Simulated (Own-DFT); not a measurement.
## Calculated data, AlN (wurtzite, atoms displaced)

Computed with Own-DFT development build. A calculation, not a measurement: plane-wave PBE density functional theory by an unreviewed code, no spin, of a simulated periodic cell, stress positive in tension, free energy of the whole cell less one offset for each atom, forces on such cells moved up to 12 meV/angstrom on a denser k mesh; offsets are fitted by least squares, one for each functional and potential file, so energies compare only between cells with the same atoms and settings and are not formation energies; the far tail of each file's local potential was reset to the Coulomb form; each entry is a single point on an unrelaxed cell, so the pressure reflects the starting lattice, mostly measured values (interpolated for alloys), from which strain is counted, and rises with the displacements; printed positions are rounded, which can move forces by about a meV/angstrom; the program, named Own-DFT, is a retired in-house code; no spin-orbit coupling; before rounding, a Quantum ESPRESSO 7.3.1 run of the same cell and cutoff gave forces within 1 meV/angstrom rms on each cell, which checks the program and not the settings.

Settings shared by all entries: functional PBE; potential files PseudoDojo norm-conserving, scalar-relativistic, standard set; wave cutoff 42 hartree; occupations Fermi-Dirac; smearing width 0.1 eV; k mesh 3 x 3 x 2 centred on Gamma.

(1) AlN (wurtzite, atoms displaced)

```
AlN
1.0
      9.3360     0.0000     0.0000
     -4.6680     8.0852     0.0000
      0.0000     0.0000     9.9640
Al N Al N Al N Al N Al N Al N Al N Al N Al N Al N Al N Al N Al N Al N Al N Al N Al N Al N
2 2 2 2 2 2 2 2 2 2 2 2 2 2 2 2 2 2 2 2 2 2 2 2 2 2 2 2 2 2 2 2 2 2 2 2
Direct
  0.10931 0.23746 0.99913
  0.20751 0.10623 0.26272
  0.10323 0.22930 0.18678
  0.23102 0.10696 0.43467
  0.11490 0.22932 0.49640
  0.23768 0.11939 0.74410
  0.12055 0.22351 0.71723
  0.23278 0.11230 0.94502
  0.08833 0.53520 0.99807
  0.21481 0.44559 0.26410
  0.10335 0.55073 0.20197
  0.24157 0.46297 0.45164
  0.11750 0.55176 0.49890
  0.21532 0.42311 0.73687
  0.11518 0.55317 0.68093
  0.22803 0.44788 0.95592
  0.10578 0.89066 0.99148
  0.22748 0.76859 0.25174
  0.13074 0.89930 0.18569
  0.20199 0.76344 0.43278
  0.10743 0.90443 0.50963
  0.21461 0.76081 0.74631
  0.10601 0.89357 0.68085
  0.21599 0.77157 0.94616
  0.45006 0.23054 0.00263
  0.56692 0.10645 0.24678
  0.43687 0.22122 0.19460
  0.54856 0.10344 0.44608
  0.43716 0.22192 0.50593
  0.55861 0.09721 0.74265
  0.43194 0.22173 0.68627
  0.53785 0.11000 0.93709
  0.44235 0.56132 0.02026
  0.54882 0.46009 0.25767
  0.43578 0.54114 0.19499
  0.55831 0.43476 0.43184
  0.44757 0.57553 0.48919
  0.54900 0.43308 0.75511
  0.45543 0.55943 0.69896
  0.55888 0.44625 0.96184
  0.44523 0.87748 0.00133
  0.54145 0.74267 0.25908
  0.44485 0.89284 0.17855
  0.55900 0.77955 0.43005
  0.44762 0.87366 0.50975
  0.55594 0.78307 0.76140
  0.47366 0.91035 0.69913
  0.52951 0.75249 0.94704
  0.78777 0.22654 0.00709
  0.87110 0.08986 0.23111
  0.79149 0.24163 0.19292
  0.88255 0.10591 0.44308
  0.77242 0.21589 0.49454
  0.91247 0.11777 0.74136
  0.80885 0.23469 0.69194
  0.86518 0.08530 0.93630
  0.76717 0.57932 0.01391
  0.88289 0.45503 0.24185
  0.77151 0.54046 0.19357
  0.88182 0.42716 0.44599
  0.79765 0.57143 0.51274
  0.89327 0.45108 0.74616
  0.78915 0.56528 0.70189
  0.88128 0.43630 0.93518
  0.75948 0.89788 0.01142
  0.88001 0.76054 0.26231
  0.76855 0.87626 0.19336
  0.87194 0.77345 0.44972
  0.78916 0.91282 0.47550
  0.90077 0.75882 0.75518
  0.78276 0.90136 0.67825
  0.89317 0.80196 0.94295
```

| Quantity | Value |
| --- | --- |
| free energy of cell above offsets | -13.825 eV |
| pressure | 10.99 GPa |
| stress xx | -5.1 GPa |
| stress yy | -18.31 GPa |
| stress zz | -9.56 GPa |
| stress yz | 0.18 GPa |
| stress xz | -0.48 GPa |
| stress xy | 0.37 GPa |

Force:
```tsv
element	x (eV/Å)	y (eV/Å)	z (eV/Å)
Al	1.935	-3.674	-0.035
Al	1.978	0.807	-5.44
N	0.163	-1.262	2.149
N	-3.135	1.147	3.595
Al	0.086	-0.872	0.085
Al	-2.621	-3.486	4.265
N	1.829	-3.082	-4.37
N	-2.182	0.835	-1.81
Al	2.029	2.81	0.914
Al	-0.501	-1.304	-2.137
N	0.72	0.101	-1.366
N	-1.833	-3.734	-1.334
Al	-3.428	0.191	-0.761
Al	0.655	8.303	2.887
N	0.542	-0.634	1.319
N	-1.519	0.626	-2.092
Al	2.048	1.36	2.074
Al	-1.611	2.338	-1.617
N	-2.308	-2.33	1.206
N	1.38	1.579	2.712
Al	0.84	-2.748	-3.844
Al	0.457	2.762	1.546
N	2.231	-0.45	3.56
N	-0.323	-1.171	-1.822
Al	-0.705	-1.894	2.177
Al	-3.363	1.255	0.428
N	0.644	0.652	0.677
N	0.515	-0.828	-0.02
Al	2.441	0.663	-2.499
Al	-0.055	9.724	3.653
N	4.562	1.509	-0.37
N	3.408	-0.76	-0.362
Al	0.212	-3.891	-3.003
Al	4.686	-5.965	-0.89
N	-3.049	0.986	1.31
N	-0.877	2.319	3.48
Al	5.284	-2.18	4.14
Al	0.359	2.039	1.006
N	-1.511	-0.318	-1.567
N	-1.538	1.392	-2.55
Al	-3.465	1.93	-1.451
Al	-1.341	5.163	-3.18
N	1.873	-1.759	3.077
N	-0.215	1.183	1.748
Al	-2.136	2.341	-1.053
Al	2.929	-0.673	-1.151
N	-2.114	-9.985	-3.378
N	2.173	3.997	-0.686
Al	-2.434	-1.141	-2.295
Al	0.809	4.396	1.911
N	0.123	-3.574	-0.375
N	1.606	7.326	-3.261
Al	-0.325	-0.121	1.708
Al	-4.546	-3.635	1.49
N	-2.341	-0.899	-0.948
N	0.589	5.51	0.213
Al	2.539	-0.54	-1.755
Al	3.781	-2.112	3.625
N	-4.248	3.949	-0.385
N	0.027	3.524	-0.844
Al	-0.966	-3.723	-0.891
Al	0.944	-1.778	0.596
N	-1.088	-4.775	-1.846
N	-0.832	0.953	0.527
Al	1.546	-4.175	-1.546
Al	1.839	1.693	-1.475
N	-0.186	-2.076	0.931
N	1.742	1.856	-1.658
Al	-0.458	-8.092	5.182
Al	-3.443	6.536	1.412
N	0.328	-1.344	0.53
N	-1.158	-2.769	-0.065
```

(2) AlN (wurtzite, atoms displaced)

```
AlN
1.0
      9.3360     0.0000     0.0000
     -4.6680     8.0852     0.0000
      0.0000     0.0000     9.9640
Al N Al N Al N Al N Al N Al N Al N Al N Al N Al N Al N Al N Al N Al N Al N Al N Al N Al N
2 2 2 2 2 2 2 2 2 2 2 2 2 2 2 2 2 2 2 2 2 2 2 2 2 2 2 2 2 2 2 2 2 2 2 2
Direct
  0.11334 0.21899 0.99111
  0.22825 0.11749 0.24579
  0.10973 0.23122 0.19796
  0.22617 0.10982 0.46159
  0.10312 0.22487 0.48873
  0.21713 0.10754 0.77524
  0.10229 0.22534 0.70230
  0.24142 0.11749 0.94506
  0.13224 0.57221 0.98380
  0.25067 0.46323 0.24745
  0.12604 0.55300 0.18347
  0.22903 0.43040 0.43411
  0.10924 0.56903 0.50023
  0.21678 0.43143 0.76274
  0.10562 0.56088 0.71053
  0.23033 0.45246 0.95380
  0.11089 0.88907 0.99523
  0.23844 0.76133 0.23825
  0.12584 0.88165 0.18341
  0.23198 0.77709 0.43936
  0.12968 0.88196 0.50331
  0.22886 0.77894 0.75411
  0.09403 0.88478 0.67978
  0.22375 0.78776 0.93968
  0.43380 0.20103 0.99725
  0.53862 0.09869 0.25493
  0.43502 0.20649 0.17920
  0.56506 0.10963 0.44928
  0.44041 0.22493 0.49681
  0.54799 0.09876 0.74106
  0.46859 0.25605 0.68947
  0.53011 0.10402 0.92918
  0.42095 0.55034 0.99124
  0.58261 0.48174 0.24150
  0.42597 0.55552 0.18544
  0.57065 0.44549 0.43277
  0.44529 0.56573 0.49744
  0.56366 0.46137 0.74602
  0.46954 0.56543 0.70154
  0.57023 0.44863 0.92055
  0.43613 0.87318 0.99833
  0.56244 0.77291 0.24881
  0.43824 0.88405 0.20629
  0.54610 0.76300 0.44840
  0.44289 0.87455 0.48960
  0.56438 0.78380 0.75032
  0.46592 0.90230 0.69480
  0.55702 0.76665 0.94757
  0.75447 0.21453 0.00209
  0.87936 0.10461 0.25407
  0.79859 0.23840 0.19317
  0.89245 0.11369 0.43613
  0.78613 0.22692 0.48183
  0.88266 0.12295 0.75089
  0.78795 0.23231 0.68352
  0.88634 0.10840 0.93465
  0.77850 0.55504 0.00733
  0.87731 0.42919 0.25998
  0.78152 0.58474 0.19153
  0.88697 0.44027 0.44960
  0.74989 0.54403 0.49573
  0.89142 0.42642 0.76217
  0.78280 0.57720 0.68706
  0.89724 0.43822 0.93528
  0.78612 0.90181 0.99871
  0.88878 0.79234 0.26006
  0.78577 0.89616 0.19619
  0.89132 0.79391 0.42985
  0.77157 0.88458 0.48389
  0.89971 0.78991 0.75069
  0.78202 0.88943 0.68652
  0.91161 0.78077 0.94933
```

| Quantity | Value |
| --- | --- |
| free energy of cell above offsets | -12.448 eV |
| pressure | 12.88 GPa |
| stress xx | -14.02 GPa |
| stress yy | -16.41 GPa |
| stress zz | -8.2 GPa |
| stress yz | -1.54 GPa |
| stress xz | -0.27 GPa |
| stress xy | -5.23 GPa |

Force:
```tsv
element	x (eV/Å)	y (eV/Å)	z (eV/Å)
Al	-1.086	0.578	2.549
Al	-1.264	-1.686	0.988
N	1.225	-1.331	-1.335
N	-1.218	-0.496	-2.88
Al	2.635	-1.629	2.195
Al	0.281	0.98	-7.309
N	1.45	-0.933	-0.436
N	-6.182	-2.469	0.649
Al	-3.288	-2.477	2.317
Al	-9.228	-7.31	3.426
N	-1.686	-0.609	-0.017
N	-1.133	3.626	0.908
Al	0.94	-2.839	1.272
Al	0.6	2.88	-1.508
N	2.71	-0.368	-2
N	-5.01	-5.021	-3.777
Al	2.504	1.543	3.152
Al	-6.403	-0.371	1.687
N	-1.328	0.937	1.477
N	-0.251	-0.842	-0.681
Al	-3.824	1.907	-1.313
Al	-0.872	1.161	-1.178
N	4.923	2.139	2.436
N	1.437	-0.358	-0.661
Al	2.208	5.954	1.461
Al	0.557	1.967	0.517
N	1.578	2.387	1.564
N	-1.714	-1.01	-1.682
Al	1.705	0.71	1.745
Al	-0.497	7.086	0.206
N	-0.554	-5.265	-0.872
N	5.086	-2.23	0.676
Al	9.713	2.725	1.92
Al	-3.923	-4.662	1.088
N	10.49	5.329	-3.128
N	-7.713	-3.193	-3.813
Al	1.12	-5.758	2.876
Al	4.435	-0.849	0.262
N	-6.97	1.196	-2.767
N	-1.359	-0.734	5.781
Al	0.729	2.183	0.43
Al	-1.41	0.562	-0.332
N	5.438	1.603	-2.703
N	1.104	3.724	-3.377
Al	0.175	3.1	2.064
Al	1.278	-0.199	0.262
N	-1.81	-5.684	-2.161
N	-0.894	2.226	-0.257
Al	1.684	1.121	-0.583
Al	1.839	2.851	-1.062
N	-2.635	-4.885	-1.603
N	-1.343	-1.236	0.195
Al	-0.351	-1.442	3.372
Al	1.291	-2.515	-1.291
N	-1.505	-2.067	-0.678
N	-0.623	1.156	1.384
Al	0.494	0.354	-2.47
Al	1.019	5.634	-0.22
N	3.582	-1.519	-0.902
N	-0.378	2.564	-1.768
Al	8.205	5.689	4.752
Al	-2.981	2.98	-2.862
N	1.235	-1.726	-0.675
N	-1.01	0.185	3.98
Al	0.945	-2.777	0.271
Al	4.09	0.417	-3.581
N	-2.19	-0.694	-1.44
N	1.608	-1.891	3.409
Al	0.852	1.282	3.414
Al	-2.434	-2.344	0.583
N	-0.985	1.546	0.118
N	-5.114	-0.862	-2.067
```

(3) AlN (wurtzite, atoms displaced)

```
AlN
1.0
      9.3360     0.0000     0.0000
     -4.6680     8.0852     0.0000
      0.0000     0.0000     9.9640
Al N Al N Al N Al N Al N Al N Al N Al N Al N Al N Al N Al N Al N Al N Al N Al N Al N Al N
2 2 2 2 2 2 2 2 2 2 2 2 2 2 2 2 2 2 2 2 2 2 2 2 2 2 2 2 2 2 2 2 2 2 2 2
Direct
  0.11884 0.23693 0.99794
  0.21419 0.11862 0.23385
  0.10946 0.23132 0.18452
  0.21766 0.11089 0.42882
  0.11797 0.24056 0.52503
  0.21751 0.11418 0.74222
  0.11293 0.23440 0.68151
  0.22891 0.13009 0.95462
  0.09808 0.55868 0.99140
  0.21404 0.45244 0.26524
  0.08673 0.54164 0.18639
  0.23501 0.46581 0.43928
  0.09690 0.55158 0.47221
  0.23445 0.46346 0.74989
  0.09498 0.55534 0.67738
  0.24045 0.45489 0.93932
  0.12014 0.89044 0.99314
  0.21607 0.78057 0.25944
  0.10020 0.88358 0.19116
  0.24122 0.78117 0.44500
  0.11661 0.89040 0.50446
  0.22622 0.76880 0.73086
  0.11263 0.88829 0.68768
  0.22166 0.79108 0.95752
  0.46845 0.22528 0.01521
  0.57255 0.10529 0.25580
  0.45550 0.22393 0.19270
  0.55331 0.09485 0.43952
  0.42359 0.21719 0.50149
  0.57698 0.11865 0.74260
  0.43802 0.23288 0.69873
  0.55409 0.11524 0.94724
  0.42706 0.54831 0.99113
  0.54941 0.45305 0.25049
  0.43388 0.53885 0.19718
  0.56452 0.44891 0.44455
  0.43410 0.53906 0.49333
  0.55354 0.46135 0.75293
  0.44732 0.56373 0.69464
  0.57275 0.47239 0.94158
  0.44916 0.89763 0.98756
  0.58234 0.79373 0.24968
  0.43186 0.88765 0.21038
  0.54763 0.77493 0.44503
  0.43441 0.87843 0.51328
  0.55359 0.78918 0.75379
  0.45043 0.88449 0.68367
  0.54003 0.77610 0.94078
  0.77630 0.21956 0.00532
  0.88766 0.11763 0.25493
  0.76166 0.21805 0.19094
  0.86989 0.10512 0.45847
  0.78926 0.24984 0.49134
  0.89555 0.11035 0.75467
  0.77389 0.19880 0.69704
  0.90749 0.11866 0.95048
  0.76895 0.55999 0.01042
  0.87818 0.43614 0.26508
  0.77465 0.54056 0.17540
  0.88121 0.43468 0.45048
  0.77803 0.54592 0.50146
  0.89222 0.44762 0.74546
  0.76446 0.53923 0.68539
  0.85825 0.43037 0.95348
  0.77128 0.87905 0.99265
  0.90498 0.79070 0.25183
  0.76980 0.88218 0.19283
  0.91566 0.79223 0.43729
  0.74475 0.87613 0.51652
  0.87137 0.76796 0.75600
  0.80142 0.91400 0.70793
  0.89549 0.79252 0.94057
```

| Item | Value |
| --- | --- |
| free energy of cell above offsets | -13.615 eV |
| pressure | 11.58 GPa |
| stress xx | -16.09 GPa |
| stress yy | -8 GPa |
| stress zz | -10.66 GPa |
| stress yz | 0.54 GPa |
| stress xz | -0.1 GPa |
| stress xy | -3.15 GPa |

Force:
```tsv
element	x (eV/Å)	y (eV/Å)	z (eV/Å)
Al	0.709	-0.247	1.006
Al	2.225	-0.489	0.64
N	-1.265	0.465	1.812
N	-1.145	0.741	1.484
Al	-0.691	-2.084	-11.83
Al	0.616	-0.166	2.396
N	0.551	0.36	10
N	1.863	-1.522	-1.611
Al	0.161	-0.394	1.506
Al	1.353	-0.82	-4.894
N	1.345	1.262	2.285
N	-3.049	-3.197	2.02
Al	2.61	2.605	3.096
Al	-1.38	-1.628	-0.153
N	2.782	-0.21	0.234
N	-8.403	-2.7	-3.053
Al	-4.681	3.514	1.865
Al	0.264	0.155	-1.76
N	3.125	2.236	-1.522
N	-5.076	-2.313	-0.383
Al	0.735	1.241	-0.943
Al	-2.096	1.838	1.596
N	-0.075	-0.179	1.37
N	4.083	-3.718	-3.609
Al	-4.241	2.005	-1.43
Al	-6.161	-2.127	1.341
N	-0.927	0	1.864
N	-0.823	2.569	2.307
Al	3.12	0.299	-0.483
Al	-5.823	-1.177	1.662
N	1.441	-0.582	-1.274
N	2.818	-1.211	-2.735
Al	6.996	3.77	4.439
Al	3.506	-2.319	-0.029
N	-2.56	3.041	-1.331
N	-1.131	-1.049	-0.651
Al	2.685	3.703	1.233
Al	1.55	-2.584	0.85
N	-0.673	1.258	-1.56
N	-2.639	-2.199	-0.996
Al	-1.714	-0.571	3.361
Al	-7.932	-4.466	2.454
N	2.868	-0.418	-2.794
N	0.149	-1.842	-0.299
Al	3.158	2.479	-4.427
Al	2.596	-1.16	0.472
N	-1.833	1.314	3.688
N	1.902	0.272	-0.379
Al	0.749	-0.655	-0.413
Al	0.655	-0.768	0.232
N	4.917	1.887	0.083
N	1.762	1.524	-1.908
Al	-0.642	-13.99	4.408
Al	0.26	4.521	1.873
N	1.959	5.048	-1.807
N	-3.152	-1.146	-1.306
Al	1.801	1.559	-3.718
Al	-1.369	0.229	-4.3
N	-0.73	1.403	7.547
N	-0.296	8.203	-3.665
Al	-1.728	3.054	-0.112
Al	-2.068	-2.418	2.128
N	0.588	1.945	0.796
N	2.928	2.474	-3.125
Al	-0.594	1.943	1.327
Al	-3.328	-2.657	0.38
N	5.327	3.439	-2.439
N	-3.323	-3.271	0.812
Al	3.981	2.83	-0.471
Al	2.353	0.446	-0.798
N	-1.878	-7.184	-2.283
N	0.934	-2.17	-0.08
```

(4) AlN (wurtzite, atoms displaced)

```
AlN
1.0
      9.3360     0.0000     0.0000
     -4.6680     8.0852     0.0000
      0.0000     0.0000     9.9640
Al N Al N Al N Al N Al N Al N Al N Al N Al N Al N Al N Al N Al N Al N Al N Al N Al N Al N
2 2 2 2 2 2 2 2 2 2 2 2 2 2 2 2 2 2 2 2 2 2 2 2 2 2 2 2 2 2 2 2 2 2 2 2
Direct
  0.10842 0.21909 0.01630
  0.22432 0.12644 0.24137
  0.09614 0.21343 0.19984
  0.22590 0.12305 0.44004
  0.11135 0.21797 0.50158
  0.21802 0.11923 0.73781
  0.10244 0.22748 0.69672
  0.20394 0.10802 0.92946
  0.12541 0.56592 0.98178
  0.19948 0.44496 0.24287
  0.12373 0.56063 0.18720
  0.23194 0.45915 0.45703
  0.11703 0.57718 0.49545
  0.20415 0.43065 0.74524
  0.12170 0.57102 0.67952
  0.21349 0.44110 0.95578
  0.10097 0.89249 0.00407
  0.23650 0.78443 0.25756
  0.10030 0.88314 0.17254
  0.21557 0.77884 0.45612
  0.10910 0.88035 0.49277
  0.22218 0.78774 0.75290
  0.12607 0.89839 0.69300
  0.22131 0.76494 0.94261
  0.43858 0.23621 0.98505
  0.57157 0.11347 0.25162
  0.44719 0.21009 0.18813
  0.55007 0.09693 0.44699
  0.43090 0.23382 0.49187
  0.57314 0.11693 0.74281
  0.42689 0.22012 0.68792
  0.55814 0.11851 0.93990
  0.45099 0.57067 0.00852
  0.57392 0.46082 0.24977
  0.46492 0.57073 0.18326
  0.56192 0.44790 0.44402
  0.45185 0.55824 0.51198
  0.56484 0.44657 0.75545
  0.45702 0.57475 0.68869
  0.55882 0.44471 0.94179
  0.47165 0.90183 0.00534
  0.53667 0.74796 0.26286
  0.46128 0.89293 0.17959
  0.57642 0.79362 0.43187
  0.42803 0.88096 0.48841
  0.56806 0.76471 0.74889
  0.45727 0.88050 0.68395
  0.57984 0.78516 0.95110
  0.76788 0.20923 0.00291
  0.88539 0.09378 0.25881
  0.77401 0.20395 0.18289
  0.86625 0.10773 0.42969
  0.78177 0.23024 0.48678
  0.89590 0.11055 0.75576
  0.75822 0.21267 0.68284
  0.89081 0.11637 0.93861
  0.77734 0.56078 0.01026
  0.87980 0.44267 0.23657
  0.80838 0.58240 0.18786
  0.88991 0.45127 0.45788
  0.75223 0.55228 0.50963
  0.90294 0.44915 0.73793
  0.76918 0.55744 0.67436
  0.88145 0.43773 0.94745
  0.79761 0.89602 0.99845
  0.88988 0.78262 0.24549
  0.77268 0.89288 0.19112
  0.88562 0.77409 0.45812
  0.79369 0.91181 0.51049
  0.89534 0.78352 0.75051
  0.77941 0.90280 0.66415
  0.89304 0.77664 0.94748
```

| Quantity | Value |
| --- | --- |
| free energy of cell above offsets | -14.599 eV |
| pressure | 11.51 GPa |
| stress xx | -7.99 GPa |
| stress yy | -13 GPa |
| stress zz | -13.53 GPa |
| stress yz | -0.53 GPa |
| stress xz | 0.64 GPa |
| stress xy | -0.9 GPa |

Force:
```tsv
element	x (eV/Å)	y (eV/Å)	z (eV/Å)
Al	-0.976	0.458	-2.553
Al	2.032	-2.082	0.869
N	0.902	2.017	-0.32
N	-1.603	-2.786	-1.472
Al	-2.501	1.963	-0.46
Al	0.032	-1.189	1.842
N	1.197	-2.022	-2.694
N	1.067	0.864	1.475
Al	-2.953	-3.668	3.024
Al	5.049	-2.272	2.701
N	-4.436	2.346	-0.351
N	-0.509	-1.4	-2.096
Al	0.295	-5.673	1.129
Al	1.221	5.079	1.25
N	-0.264	-1.322	2.327
N	2.998	-0.656	-1.82
Al	3.547	0.051	-3.964
Al	-1.043	0.094	-2.829
N	1.703	1.717	6.375
N	0.822	2.046	-4.737
Al	-2.794	2.405	2.074
Al	3.659	-0.182	0.413
N	-2.778	-0.256	-1.2
N	-0.279	6.033	-1.327
Al	1.209	-3.938	1.418
Al	-2.056	-1.815	0.682
N	-1.15	2.504	-0.156
N	-1.488	2.926	-1.959
Al	4.222	-1.337	1.75
Al	-6.33	-4.634	1.909
N	2.514	2.079	-0.319
N	-0.992	-0.578	-0.986
Al	-0.001	-1.215	-2.769
Al	-0.389	-1.52	-0.21
N	-0.377	-6.2	0.836
N	-3.606	-1.171	-2.818
Al	-0.699	1.705	-2.282
Al	-1.404	-0.559	-1.046
N	0.09	-6.597	1.181
N	-0.773	2.614	0.196
Al	-1.857	-1.035	-3.065
Al	0.486	7.21	-1.025
N	-1.478	-1.244	4.441
N	-1.608	-2.172	2.839
Al	4.782	1.226	3.248
Al	-1.953	6.083	1.442
N	-1.784	0.594	0.942
N	-1.062	-0.335	-2.452
Al	0.467	1.995	-1.547
Al	-1.878	0.765	-2.237
N	0.879	2.813	1.818
N	3.701	1.73	2.691
Al	-1.923	-0.857	2.24
Al	-3.387	-0.562	-0.965
N	7.391	4.875	-1.565
N	0.772	-0.708	0.644
Al	1.246	-1.009	-2.727
Al	2.787	-0.377	1.109
N	-2.307	-4.074	0.9
N	-0.666	0.523	-2.775
Al	5.264	2.268	-3.692
Al	-2.348	-1.059	0.489
N	1.596	0.676	7.492
N	0.63	1.04	-1.013
Al	-1.769	0.336	1.645
Al	-0.826	2.724	2.213
N	1.668	-2.304	-0.626
N	0.01	1.222	-2.605
Al	-0.43	-2.347	-11.05
Al	0.035	-0.309	-1.281
N	1.432	-0.955	14.02
N	-1.027	-0.567	-2.628
```
